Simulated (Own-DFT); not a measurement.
# Response to strain: grey tin, 64 atoms (Sn64)

These are calculations, not measurements. They come from Own-DFT, an in-house plane-wave density functional program, since retired, whose code no person has reviewed. Each row is one single-point run on a periodic cell that was not relaxed, without spin or spin-orbit coupling.

Settings of every run: PBE; PseudoDojo norm-conserving scalar-relativistic files; cutoff 42 hartree; 3 x 3 x 3 k mesh centred on Gamma; cold (Marzari-Vanderbilt) smearing of 0.2 eV.

Known limits: forces on such cells moved up to 12 meV/angstrom on a denser k mesh; stress not checked against mesh or cutoff.

Unstrained cell vectors in Å: (12.978, 0.000, 0.000); (0.000, 12.978, 0.000); (0.000, 0.000, 12.978). The unstrained cell has measured lattice constants (interpolated for alloys), not those of this functional. That, the random moves and any unrelaxed bonds set the pressure at no strain. Each run strains this cell uniformly, with the atoms carried along. Every atom was also moved at random, by a Gaussian of width 0.05 Å on each axis. Strain is the symmetric tensor, in per cent. Stress is positive in tension, and the pressure is minus a third of its trace.

```
run,e_xx (%),e_yy (%),e_zz (%),e_yz (%),e_xz (%),e_xy (%),s_xx (GPa),s_yy (GPa),s_zz (GPa),s_yz (GPa),s_xz (GPa),s_xy (GPa),P (GPa),E (meV/atom)
1,1.07,0.45,-0.87,-1.86,1.85,-1.53,-3.39,-3.56,-3.88,-2.06,2.16,-1.13,3.61,34.2
2,-0.15,-0.92,1.02,-1.81,0.65,1.46,-3.96,-4.12,-3.53,-1.89,0.91,1.85,3.87,32.2
3,-0.56,-0.82,-0.13,-1.92,-0.11,-0.35,-4.66,-4.70,-4.45,-2.24,-0.49,-0.74,4.60,39.0
4,0.83,1.96,-1.39,1.66,1.09,-0.63,-2.91,-2.61,-3.48,2.00,0.96,-0.95,3.00,11.1
5,0.97,-0.37,0.16,1.87,1.34,-0.69,-3.15,-3.51,-3.34,1.68,1.28,-0.59,3.34,17.9
6,-1.29,0.23,1.48,1.57,0.81,-0.28,-3.85,-3.43,-3.06,1.35,1.04,-0.31,3.45,15.4
7,-0.51,-0.06,-0.98,-0.52,0.60,0.55,-4.50,-4.34,-4.58,-1.00,0.91,0.73,4.47,27.0
8,-0.36,1.56,-0.88,-1.60,1.46,0.92,-3.79,-3.22,-3.95,-1.47,1.97,1.39,3.65,28.0
9,1.53,1.21,-1.60,-1.77,1.43,0.27,-2.98,-3.07,-3.81,-2.05,1.56,-0.04,3.29,27.0
10,-0.10,-0.67,0.42,-0.42,0.94,-0.17,-3.85,-4.04,-3.73,-0.83,0.81,-0.43,3.87,22.1
11,1.35,-1.61,-0.94,-0.07,0.82,1.46,-3.88,-4.73,-4.62,-0.02,1.02,1.81,4.41,37.5
12,-1.08,1.36,1.62,-0.33,0.00,-0.21,-3.10,-2.47,-2.40,-0.70,-0.04,-0.58,2.65,0.0
13,0.03,0.99,-0.25,0.91,0.14,-0.80,-3.28,-3.08,-3.43,0.89,-0.21,-0.98,3.26,11.3
14,0.52,-1.05,-0.53,0.45,0.63,1.42,-4.03,-4.52,-4.36,0.55,0.51,2.21,4.30,30.9
15,-1.25,0.14,-0.43,1.48,-1.46,-0.63,-4.90,-4.51,-4.71,1.58,-1.58,-1.14,4.71,48.1
16,-0.09,1.29,-1.86,0.50,0.22,-0.32,-4.02,-3.66,-4.46,0.37,0.26,-0.58,4.05,29.2
17,-1.29,-1.17,-0.68,0.90,-0.88,1.71,-5.69,-5.57,-5.44,1.43,-0.27,2.53,5.57,57.2
18,1.07,-1.27,1.62,0.73,1.36,1.57,?,?,?,?,?,?,?,?
```

E is the free energy for each atom above the lowest run shown.

## Worked fit

Each stress component was fitted by least squares to a constant and the strains of the runs shown, as fractions, with shears doubled. Shear strains stay in the fit of a normal stress only where such slopes are resolved. The slopes, in GPa:

| stress | at no strain | per e_xx | per e_yy | per e_zz | scatter |
|---|---|---|---|---|---|
| s_xx | -3.8 | 72 ± 4 | 46 ± 3 | 48 ± 3 | 0.12 |
| s_yy | -3.8 | 43 ± 3 | 73 ± 2 | 46 ± 3 | 0.10 |
| s_zz | -3.8 | 43 ± 3 | 46 ± 2 | 75 ± 3 | 0.10 |

Each shear stress against twice its own strain: yz 54 ± 2, xz 63 ± 6, xy 61 ± 5 GPa. These are stiffnesses along x, y and z of the frame in which the cell vectors are given, which need not be the crystal's axes. The atoms are held to the strained lattice; where symmetry lets them move under strain, relaxing them would lower some slopes. The table should be nearly symmetric about its diagonal, and what it lacks of that shows the noise. A ninth of its sum, 55 ± 2 GPa, estimates the bulk modulus near the mean pressure of these runs, 3.9 GPa, so it lies above the value at zero pressure.

## Withheld run

Question: what normal stresses and pressure should run 18 give?

The fit gives s_xx = -2.8, s_yy = -3.5, s_zz = -2.7 and P = 3.0 GPa. The calculation gave -2.97, -3.56, -2.75 and P = 3.09 GPa.
